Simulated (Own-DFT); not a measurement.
## Calculated data, GaN (wurtzite, strained, atoms displaced), SiC (2H silicon carbide, atoms displaced)

Computed with Own-DFT development build. A calculation, not a measurement: plane-wave PBE density functional theory by an unreviewed code, no spin, of a simulated periodic cell, stress positive in tension, free energy of the whole cell less one offset for each atom, forces on such cells passed a denser k mesh, this cell's mesh not checked; offsets are fitted by least squares, one for each functional and potential file, so energies compare only between cells with the same atoms and settings and are not formation energies; the far tail of each file's local potential was reset to the Coulomb form; each entry is a single point on an unrelaxed cell, so the pressure reflects the starting lattice, mostly measured values (interpolated for alloys), from which strain is counted, and rises with the displacements; printed positions are rounded, which can move forces by about a meV/angstrom; the program, named Own-DFT, is a retired in-house code; no spin-orbit coupling.

Settings shared by all entries: functional PBE.

(1) 
```xyz
96
Lattice="12.7560 0.0000 0.0000 -4.7835 8.2853 0.0000 0.0000 0.0000 10.4996" Properties=species:S:1:pos:R:3:force_x:R:1:force_y:R:1:force_z:R:1 formula=GaN potential_files=PseudoDojo_norm-conserving,scalar-relativistic,standard_set_with_the_stringent_files_for_Ga wave_cutoff=96 occupations=Gaussian smearing_width=0.01 k_mesh=3_x_4_x_3_centred_on_Gamma free_energy_of_cell_above_offsets=-3.587 pressure=5.17 stress_xx=-5.87 stress_yy=-7.31 stress_zz=-2.32 stress_yz=-0.51 stress_xz=0.62 stress_xy=-1.65
Ga    -0.0074     1.9094     0.0003      0.531     -1.609      0.874
Ga     1.6954     0.9145     2.6093     -1.515      0.114      0.626
N     -0.0999     1.7758     2.0034      2.491      1.672     -0.933
N      1.4779     0.9197     4.6661        2.1     -0.552     -0.809
Ga    -0.0763     1.8226     5.2583      0.836      0.406      0.673
Ga     1.6391     0.8502     7.8906     -1.359      0.749      0.837
N      0.0110     1.8012     7.2814     -0.122     -0.083     -0.564
N      1.6953     0.8880     9.9195     -1.385     -0.128      -0.87
Ga    -1.5935     4.7265    10.4986      -0.57     -5.888      1.658
Ga     0.0322     3.6963     2.6460     -0.603     -0.818     -0.687
N     -1.6941     4.5665     2.0377      1.546     -0.752     -1.324
N      0.0118     3.6773     4.5756      -1.02     -0.243      0.137
Ga    -1.5694     4.6157     5.2727      -0.19      0.213     -0.154
Ga    -0.0226     3.6029     7.8820      0.215      1.282     -0.189
N     -1.5841     4.7574     7.2605      -0.27     -3.837      -1.18
N     -0.0434     3.6441     9.8387      0.647      1.478      0.103
Ga    -3.1975     7.3133     0.0033      0.952      0.842      1.038
Ga    -1.5674     6.3245     2.5630      -0.46      2.443      0.544
N     -3.2312     7.3633     2.0447      1.272     -0.293     -1.302
N     -1.5702     6.4887     4.4997     -0.246     -1.094      0.887
Ga    -3.1051     7.2777     5.3199     -1.871      1.006     -1.316
Ga    -1.5991     6.4272     7.8856     -0.091      1.736      0.876
N     -3.1780     7.3804     7.2418     -0.477     -1.488      0.494
N     -1.5609     6.3076     9.8644     -0.073      5.628     -1.466
Ga     3.2359     1.8417    10.4893     -0.639      0.836      0.108
Ga     4.8038     0.9751     2.6507     -0.623     -0.605     -0.637
N      3.1824     1.9156     1.8797       0.06     -1.078      1.507
N      4.8626     0.9676     4.5406     -1.084     -0.426      1.898
Ga     3.1717     1.8025     5.2675      0.112      0.615     -0.416
Ga     4.7116     0.8495     7.9380      0.514      1.034     -0.528
N      3.0780     1.8485     7.2715      2.139     -0.287     -0.418
N      4.8167     1.0049     9.9510     -0.286      -2.14     -1.937
Ga     1.6190     4.5518     0.0142     -1.201      0.112     -0.628
Ga     3.1752     3.6710     2.6214      0.227      0.156      0.926
N      1.6289     4.5698     1.8903     -0.862      0.657      1.683
N      3.1935     3.7484     4.6264     -0.553     -1.144     -0.728
Ga     1.5280     4.4984     5.2730      1.374      1.484     -1.262
Ga     3.1745     3.6525     7.9199      0.314      1.176     -1.195
N      1.5733     4.5537     7.0988     -0.127      0.529      3.315
N      3.1771     3.7544     9.8645      0.029     -1.489     -0.909
Ga     0.0255     7.3499     0.0417     -0.397      0.347     -0.511
Ga     1.6208     6.4233     2.6797     -1.238      0.055     -0.317
N     -0.0176     7.3779     1.9138       0.09     -0.505      1.368
N      1.5280     6.5198     4.6142      0.565     -1.557     -0.192
Ga    -0.0529     7.3390     5.2816      0.582      1.287     -2.057
Ga     1.6759     6.4641     7.8814     -1.274     -1.268     -0.475
N     -0.0731     7.3358     7.1174      1.205      0.641      2.948
N      1.6002     6.3927     9.9142     -0.293      0.478      -1.44
Ga     6.3961     1.8394    10.4786      0.614       0.92      1.544
Ga     8.0275     0.8022     2.6050     -1.575      4.479       1.64
N      6.3223     1.8395     2.0090      1.716      0.187     -1.051
N      8.0025     0.9028     4.6049     -0.659     -0.265      0.312
Ga     6.4608     1.9117     5.2999      -1.05     -0.411     -0.645
Ga     7.9787     0.8893     7.8747      0.112      0.105      0.212
N      6.4026     1.9339     7.3233     -0.527      -4.03     -1.447
N      7.9797     0.9447     9.8645      0.331     -0.762     -0.231
Ga     4.7375     4.6105    10.4565      0.454     -0.271      1.116
Ga     6.3708     3.7287     2.5320     -1.152     -1.486      1.539
N      4.7273     4.5264     1.9433      0.247      2.061     -0.327
N      6.3206     3.6884     4.5709      0.693      0.203      0.112
Ga     4.7692     4.6487     5.2929      0.225     -0.981     -1.053
Ga     6.4221     3.5990     7.9181      -2.03      2.883      0.692
N      4.7885     4.6441     7.1334      0.004     -0.571      3.095
N      6.3301     3.7190     9.8815      0.369     -0.558     -0.401
Ga     3.1035     7.3853    10.4953      1.332      0.122      0.502
Ga     4.7763     6.4924     2.6228     -0.272     -1.259      0.434
N      3.0942     7.4555     2.0374      1.077     -4.204     -2.089
N      4.7929     6.4208     4.6472     -0.632      1.189     -1.136
Ga     3.1526     7.3336     5.2428      0.324       0.03     -0.232
Ga     4.8413     6.5019     7.9607     -0.342     -1.391     -2.767
N      3.2454     7.2859     7.1797     -0.406       1.36       0.89
N      4.8378     6.3757     9.7705     -0.839      1.498       2.53
Ga     9.6785     1.8065    10.4458      -3.17      1.645      1.742
Ga    11.1425     0.9527     2.5964     -0.921     -0.545      1.273
N      9.4890     1.8337     2.0764       1.17     -0.314     -1.854
N     11.1732     0.9824     4.6031     -1.739     -0.885      0.038
Ga     9.4777     1.8192     5.3314      1.723      0.102     -0.039
Ga    11.1867     0.9104     7.9368      0.292      0.185      -0.85
N      9.6187     1.8084     7.3374     -0.983      0.684     -1.123
N     11.1369     1.0273     9.8174      2.501     -2.911      0.586
Ga     7.8991     4.6558    10.4516      1.202     -1.886      1.567
Ga     9.5723     3.6101     2.6825     -1.481      0.738      0.456
N      7.8884     4.6199     2.0829      2.237      0.436     -1.791
N      9.6015     3.6482     4.6916     -0.608      0.584     -0.175
Ga     7.9279     4.6074     5.2542     -0.208     -0.013     -0.541
Ga     9.5276     3.7393     7.8658      0.559     -0.437      0.245
N      7.8586     4.5669     7.2477       1.82      0.909     -0.283
N      9.5693     3.6422     9.8383     -0.377      1.308      0.341
Ga     6.3949     7.2969    10.4825     -0.519       1.49      1.069
Ga     7.9778     6.4672     2.6345     -0.442     -0.378      0.954
N      6.3685     7.3855     2.0531     -0.355     -0.164     -1.609
N      7.9028     6.4463     4.6089      0.986      0.178      0.686
Ga     6.3198     7.4167     5.2567      0.861     -0.053     -0.007
Ga     7.8740     6.4130     7.8850      1.743     -0.141     -0.048
N      6.4170     7.3811     7.2790     -0.902      0.494     -0.602
N      7.9956     6.4412     9.9109     -0.375      0.431     -1.331
```

Units: wave_cutoff in hartree; smearing_width, free_energy_of_cell_above_offsets in eV; pressure, stress_xx, stress_yy, stress_zz, stress_yz, stress_xz, stress_xy in GPa; force_x, force_y, force_z in eV/Å.

(2) 
```xyz
72
Lattice="9.2481 0.0000 0.0000 -4.6241 8.0091 0.0000 0.0000 0.0000 10.0681" Properties=species:S:1:pos:R:3:force_x:R:1:force_y:R:1:force_z:R:1 formula=SiC potential_files=PseudoDojo_norm-conserving,scalar-relativistic,standard_set wave_cutoff=42 occupations=Fermi-Dirac smearing_width=0.1 hardware=one_NVIDIA_H100 k_mesh=4_x_4_x_3_centred_on_Gamma free_energy_of_cell_above_offsets=-2.930 pressure=6.59 stress_xx=-6.83 stress_yy=-5.07 stress_zz=-7.88 stress_yz=-1.08 stress_xz=0.5 stress_xy=2.27 wall_time=354.1
Si     4.5757     8.0079     0.0275      0.165        0.4     -0.618
Si    -0.0113     1.8027     2.5340      1.593        0.7     -1.025
C      9.1879     0.0791     1.9032      1.888     -1.111     -0.532
C     -0.0194     1.8299     4.2985      -0.38     -0.318      4.044
Si     9.1678     0.0522     5.0515      1.645     -0.288     -1.086
Si    -0.0460     1.7865     7.6095      2.437      0.638     -1.543
C     -0.0251     0.1189     6.9392     -0.054     -2.706     -0.009
C     -0.0471     1.8299     9.4026      1.121     -0.973      1.571
Si    -1.5192     2.6680    10.0629     -0.731      1.074      0.909
Si    -1.5666     4.5722     2.4487      1.083     -3.041      1.891
C     -1.4302     2.7173     1.9570     -2.244      0.828     -2.329
C     -1.6001     4.4807     4.3660      1.612     -2.372      0.495
Si     7.5941     2.6129     5.1940      2.381      0.775     -6.236
Si    -1.5433     4.4722     7.5109      0.355      -1.51      1.326
C      7.7315     2.5436     6.8804      0.814      3.443      3.497
C     -1.5229     4.4613     9.4304     -0.375     -0.509     -0.625
Si    -3.0563     5.3288    10.0503     -0.774      0.135     -0.207
Si    -3.0240     7.0807     2.4111      -1.21      2.081      1.904
C     -2.9901     5.3870     1.8446     -2.659     -0.981     -0.609
C     -3.0082     7.1115     4.3326     -2.384     -0.519      1.139
Si    -3.0264     5.2530     5.0348     -2.289      2.784     -0.751
Si    -3.1166     7.1659     7.4885      0.911      0.222      1.067
C      6.2001     5.2689     6.9345      0.015      2.151     -0.921
C     -3.0898     7.1575     9.5164     -0.421     -0.559     -1.415
Si    -1.4772     7.9630    10.0458     -4.142      3.859      1.477
Si     3.0342     1.7763     2.5647      1.237      1.513     -0.218
C      3.1563     0.0552     1.9330     -3.401      0.688     -2.885
C      3.0849     1.8332     4.4150     -0.328     -0.667      0.193
Si    -1.5653     7.9669     5.0584     -0.511      2.099      0.015
Si     3.1357     1.7760     7.5430     -0.374      0.866      0.524
C      3.0893     0.0846     6.9410     -0.136     -2.845      -0.07
C      3.1452     1.8688     9.4827     -2.341     -2.317     -1.117
Si     1.5510     2.7400    10.0406      0.254     -2.441      1.448
Si     1.5212     4.4849     2.4922      1.075      1.129      0.089
C      1.5497     2.7684     1.9222      -0.29     -2.063     -1.022
C      1.4615     4.5809     4.3552      3.068     -2.728      0.372
Si     1.5110     2.7147     5.0162      0.467     -0.511     -0.723
Si     1.5279     4.4324     7.5531      0.915      0.178      0.108
C      1.6156     2.6667     6.8874     -1.884      0.559      0.967
C      1.6019     4.4030     9.4936     -1.258      3.253     -1.348
Si    -0.0557     5.3362     0.0045      1.721      0.686     -0.508
Si    -0.1488     7.1242     2.4133      5.096     -0.462      3.708
C     -0.0272     5.3711     1.8916      0.658      0.339     -1.063
C     -0.1135     7.1456     4.4366      1.822     -2.137     -1.425
Si     0.0035     5.1864     5.0235     -3.084      4.206      0.526
Si     0.0710     7.0558     7.5881     -1.417      2.965     -2.201
C     -0.0869     5.3779     6.9359      2.247     -1.871     -0.582
C     -0.1277     7.2510     9.3543      5.216     -3.496      1.516
Si     6.1692     0.0955    10.0638     -0.297     -1.026     -0.396
Si     6.2977     1.7406     2.4452       -1.4      1.769      2.545
C      6.2959     0.0067     1.9220     -2.984     -0.421     -1.792
C      6.2283     1.6910     4.5148     -1.683      0.316     -2.412
Si     1.4543     7.9074     5.0297      0.623      0.837      0.165
Si     6.2759     1.8198     7.5645     -3.737     -1.755      -1.63
C      6.1728     0.0168     6.8977      0.215     -1.149      1.591
C      6.1232     1.9034     9.3531      1.826     -1.733      2.194
Si     4.6149     2.6550    10.0444      0.571      0.972      1.833
Si     4.5706     4.3614     2.5059      2.741      1.492      1.032
C      4.6708     2.6836     1.9283      0.191      -2.34     -1.083
C      4.5708     4.4885     4.3880      2.172     -1.694      0.225
Si     4.6788     2.6565     5.0317     -0.912     -0.328     -1.705
Si     4.7019     4.4715     7.4705     -1.948     -2.417      1.661
C      4.6132     2.5895     6.8169      1.849       1.92      2.721
C      4.6336     4.3693     9.4811      0.887      2.429     -1.702
Si     3.1645     5.3690    10.0293     -0.844     -1.611       1.66
Si     3.1187     7.1828     2.5765      0.645     -2.315      0.374
C      3.2213     5.3365     1.9594     -3.339      1.699     -1.935
C      3.0510     7.0786     4.4651      0.146      0.817     -0.645
Si     3.1095     5.3151     5.0188     -1.229      0.907      0.613
Si     3.0666     7.0758     7.6047      0.179      1.775     -3.116
C      3.1716     5.3810     6.9415     -1.405     -1.222     -0.605
C      3.0129     7.0563     9.3659      0.626      1.935      2.688
```

Units: wave_cutoff in hartree; smearing_width, free_energy_of_cell_above_offsets in eV; pressure, stress_xx, stress_yy, stress_zz, stress_yz, stress_xz, stress_xy in GPa; wall_time in s; force_x, force_y, force_z in eV/Å.

(3) 
```xyz
96
Lattice="12.7560 0.0000 0.0000 -4.7835 8.2853 0.0000 0.0000 0.0000 10.3182" Properties=species:S:1:pos:R:3:force_x:R:1:force_y:R:1:force_z:R:1 formula=GaN potential_files=PseudoDojo_norm-conserving,scalar-relativistic,standard_set_with_the_stringent_files_for_Ga wave_cutoff=96 occupations=Gaussian smearing_width=0.01 k_mesh=3_x_4_x_3_centred_on_Gamma free_energy_of_cell_above_offsets=-4.542 pressure=7.87 stress_xx=-8 stress_yy=-6.86 stress_zz=-8.75 stress_yz=0.19 stress_xz=-0.53 stress_xy=0.35
Ga    -0.0073     1.8767    10.2999      0.074      0.604      0.699
Ga     1.6002     0.9811     2.5340      0.467     -1.511      0.888
N      0.0804     1.9092     1.9645     -1.447     -1.212      -0.72
N      1.6109     0.8697     4.5378     -0.644      0.654     -0.476
Ga    -0.0074     1.8447     5.1195      0.619     -0.043      0.829
Ga     1.5256     0.8565     7.6776      1.923      1.477      1.598
N      0.0598     1.8064     7.1449     -2.086      1.491     -0.933
N      1.5158     0.9810     9.7393      1.566     -0.185     -1.419
Ga    -1.5661     4.6375    10.3152     -1.486     -0.447      0.068
Ga     0.0072     3.6326     2.6042      0.511      1.681      0.713
N     -1.4942     4.5975     1.9085     -1.625     -0.639      0.439
N      0.0692     3.7083     4.5763     -1.728      -0.32     -0.261
Ga    -1.6233     4.6348     5.2562      0.513     -0.143     -1.887
Ga    -0.0709     3.7714     7.7752      2.944      -1.88      -0.27
N     -1.5625     4.5882     7.1556     -1.869      0.282     -0.459
N     -0.0700     3.7246     9.6763      0.924     -0.563      0.046
Ga    -3.2429     7.4544    10.2343      0.277     -0.987      1.176
Ga    -1.6400     6.3899     2.4917      0.393      1.531       0.93
N     -3.2315     7.3924     1.9279      0.188     -0.395     -0.079
N     -1.5702     6.4733     4.4851     -0.365     -0.671      0.692
Ga    -3.1856     7.3598     5.2276      0.799       0.15      -1.78
Ga    -1.5419     6.3545     7.8064      -0.82      1.419     -0.263
N     -3.1421     7.3878     7.0955     -0.246     -1.938       0.95
N     -1.5241     6.4640     9.7118     -2.237     -0.445     -0.438
Ga     3.2185     1.8855    10.2576      -0.59     -1.677      0.644
Ga     4.7422     0.9232     2.5666      0.973      0.371       0.17
N      3.1680     1.7996     1.9191      0.417      1.232     -0.203
N      4.7637     0.9522     4.5517      0.281     -0.789     -0.336
Ga     3.1497     1.8225     5.1531       0.36      1.087      0.596
Ga     4.7675     0.8259     7.7844      0.177       1.93      -0.58
N      3.1997     1.8093     7.1591     -0.355      0.426     -0.263
N      4.7691     0.8805     9.6957     -0.519     -0.777     -0.152
Ga     1.5249     4.5835     0.0489      1.082       0.54     -1.788
Ga     3.1643     3.7072     2.4840     -0.587      -0.46      1.345
N      1.5426     4.6573     1.8786      0.124     -0.972      1.813
N      3.1090     3.7925     4.5546      1.143     -1.677     -0.774
Ga     1.5671     4.6506     5.2135      0.458     -1.207      0.513
Ga     3.1797     3.7477     7.7843      0.779     -1.589     -0.141
N      1.6773     4.6690     7.1605     -1.845     -0.288     -0.142
N      3.2035     3.6461     9.7301     -0.437      2.013     -0.311
Ga     0.0098     7.2371     0.0131      0.866      2.324       0.64
Ga     1.5546     6.4426     2.5992     -0.466     -0.057       0.07
N      0.0012     7.3926     1.9298     -0.576     -0.683      0.474
N      1.6333     6.3632     4.5599     -0.552       2.32      -0.22
Ga     0.0571     7.3606     5.2202     -0.773      0.272     -1.411
Ga     1.6478     6.5062     7.6820      -1.44     -0.922      1.605
N     -0.0433     7.3347     7.1338      1.021      -0.38     -0.195
N      1.6040     6.4787     9.7081      0.309      -0.98     -1.265
Ga     6.2682     1.7924     0.0234       1.02      1.603     -0.506
Ga     7.9906     0.9147     2.5880     -0.806     -0.213     -2.377
N      6.3680     1.9259     1.8769      0.099     -0.827      1.931
N      7.9495     0.8704     4.4113      0.373      0.302      2.944
Ga     6.3832     1.8323     5.1359     -0.209     -0.914     -0.007
Ga     7.9938     0.8811     7.7226     -0.701      1.352     -0.223
N      6.4216     1.9181     7.0433     -0.127     -1.888      0.836
N      7.8960     0.9892     9.6505      1.162     -0.368     -0.144
Ga     4.8067     4.6579    10.2998     -0.034     -0.508      0.477
Ga     6.4196     3.7932     2.6454     -1.862     -2.369      -1.04
N      4.7620     4.5444     1.9947      0.746      1.621     -0.713
N      6.3611     3.5760     4.5047      0.072      2.593       0.98
Ga     4.7567     4.6031     5.2006     -0.176     -0.955     -0.387
Ga     6.4137     3.7148     7.6977     -0.788     -0.489      1.392
N      4.8154     4.6270     7.1485     -0.448      0.279     -0.321
N      6.3799     3.7008     9.6876      0.074      0.125     -0.322
Ga     3.1715     7.4448    10.2143     -0.917      -0.38      2.185
Ga     4.8091     6.4313     2.6524      -0.92      0.147      -1.83
N      3.0758     7.2958     1.9541      2.343      1.202     -0.477
N      4.7603     6.4410     4.5468      0.734     -0.259      0.394
Ga     3.2122     7.3529     5.1210      -0.95      0.145     -0.094
Ga     4.7054     6.5119     7.6717      1.843     -2.896      2.324
N      3.2304     7.2950     7.1299     -1.815      2.822     -1.885
N      4.7311     6.5426     9.7069     -0.735     -1.567     -1.344
Ga     9.5963     1.8066    10.2794     -0.424      0.348      0.827
Ga    11.2521     0.8613     2.5725      -0.47      0.579      0.184
N      9.6341     1.7717     1.9796     -0.064      0.636     -0.851
N     11.1761     0.9242     4.5363       -0.7     -0.531      0.266
Ga     9.5253     1.8203     5.2264      0.298      -0.24     -2.628
Ga    11.1384     0.9872     7.7621      0.815     -0.502      -0.72
N      9.5841     1.9103     7.0479     -0.223      -1.27      1.988
N     11.2671     0.9205     9.6618     -1.978     -0.314      0.287
Ga     8.0356     4.6609    10.2990     -1.311     -1.577      0.769
Ga     9.5853     3.6713     2.6022      0.078     -0.335     -0.177
N      7.9192     4.5426     1.9848      2.637      1.941     -0.507
N      9.5549     3.6380     4.5795      0.024      1.072     -0.329
Ga     7.9317     4.6498     5.1460      0.184      -0.88     -0.299
Ga     9.5112     3.6861     7.7485      0.666      0.122     -0.094
N      7.9860     4.5688     7.1001      0.062      1.284     -0.857
N      9.5265     3.6526     9.6379      1.198      0.219      0.948
Ga     6.2438     7.3476    10.2658      3.223      0.503      0.439
Ga     7.9484     6.4886     2.6562      0.846     -0.628     -0.974
N      6.4398     7.3440     1.8752     -1.241     -0.064      0.822
N      7.9105     6.5564     4.6034      0.201     -1.346     -0.028
Ga     6.2850     7.3384     5.2762      0.556       1.27     -1.125
Ga     7.9487     6.4529     7.5833      0.434     -0.358      2.173
N      6.2779     7.3046     7.1828      1.511      1.833     -0.504
N      8.0024     6.3965     9.6942     -0.795      1.711     -1.535
```

Units: wave_cutoff in hartree; smearing_width, free_energy_of_cell_above_offsets in eV; pressure, stress_xx, stress_yy, stress_zz, stress_yz, stress_xz, stress_xy in GPa; force_x, force_y, force_z in eV/Å.
